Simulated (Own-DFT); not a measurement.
# Response to strain: wurtzite AlGaN with randomly placed atoms, 128 atoms (Al48Ga16N64)

Calculated results; nothing here was measured. They come from Own-DFT, an in-house plane-wave density functional program, since retired, whose code no person has reviewed. Each row is one single-point run on a periodic cell that was not relaxed, without spin or spin-orbit coupling.

Settings of every run: PBE; PseudoDojo norm-conserving scalar-relativistic files (stringent for Ga); cutoff 96 hartree; 3 x 3 x 3 k mesh centred on Gamma; Gaussian smearing of 0.01 eV.

Known limits: k mesh not checked against a denser one; stress not checked against mesh or cutoff.

Unstrained cell vectors in Å: (12.525, 0.000, 0.000); (-6.263, 10.847, 0.000); (0.000, 0.000, 10.066). The unstrained cell has measured lattice constants (interpolated for alloys), not those of this functional. That, the random moves and any unrelaxed bonds set the pressure at no strain. Each run strains this cell uniformly, with the atoms carried along. Every atom was also moved at random, by a Gaussian of width 0.05 Å on each axis. The random placing of the alloy's atoms differs from row to row. Strain is the symmetric tensor, in per cent. Stress is positive in tension, and the pressure is minus a third of its trace.

| run | e_xx (%) | e_yy (%) | e_zz (%) | s_xx (GPa) | s_yy (GPa) | s_zz (GPa) | P (GPa) | E (meV/atom) |
|---|---|---|---|---|---|---|---|---|
| 1 | 1.25 | 1.25 | 0.00 | 0.89 | 0.34 | -4.09 | 0.95 | 6.9 |
| 2 | -2.75 | -2.75 | 0.00 | -24.27 | -23.93 | -11.41 | 19.87 | 67.7 |
| 3 | -2.00 | -2.00 | 0.00 | -19.88 | -17.96 | -9.81 | 15.88 | 55.6 |
| 4 | -1.75 | -1.75 | 0.00 | -18.72 | -15.72 | -9.61 | 14.68 | 45.7 |
| 5 | -1.25 | -1.25 | 0.00 | -14.77 | -13.49 | -8.03 | 12.09 | 28.0 |
| 6 | 2.00 | 2.00 | 0.00 | 3.65 | 4.81 | -3.22 | -1.75 | 3.8 |
| 7 | -1.50 | -1.50 | 0.00 | -14.42 | -16.17 | -9.31 | 13.30 | 38.1 |
| 8 | 2.50 | 2.50 | 0.00 | 6.33 | 6.34 | -2.03 | -3.55 | 0.0 |
| 9 | -0.75 | -0.75 | 0.00 | ? | ? | ? | ? | ? |

E is the free energy for each atom above the lowest run shown.

## Worked fit

The change of volume is close to e_xx + e_yy + e_zz. A straight line through the runs shown gives P = 7.08 - 221 x (fractional change of volume) GPa, with an error of 5 on the slope and a scatter of 0.52 GPa. The strain isn't the same on all axes and the cell isn't cubic, so the slope belongs to this path and is not the bulk modulus.

## Withheld run

Question: what pressure should run 9 give? Its volume changes by -1.49 %.

The line gives 10.4 GPa. The calculation gave 9.88 GPa.
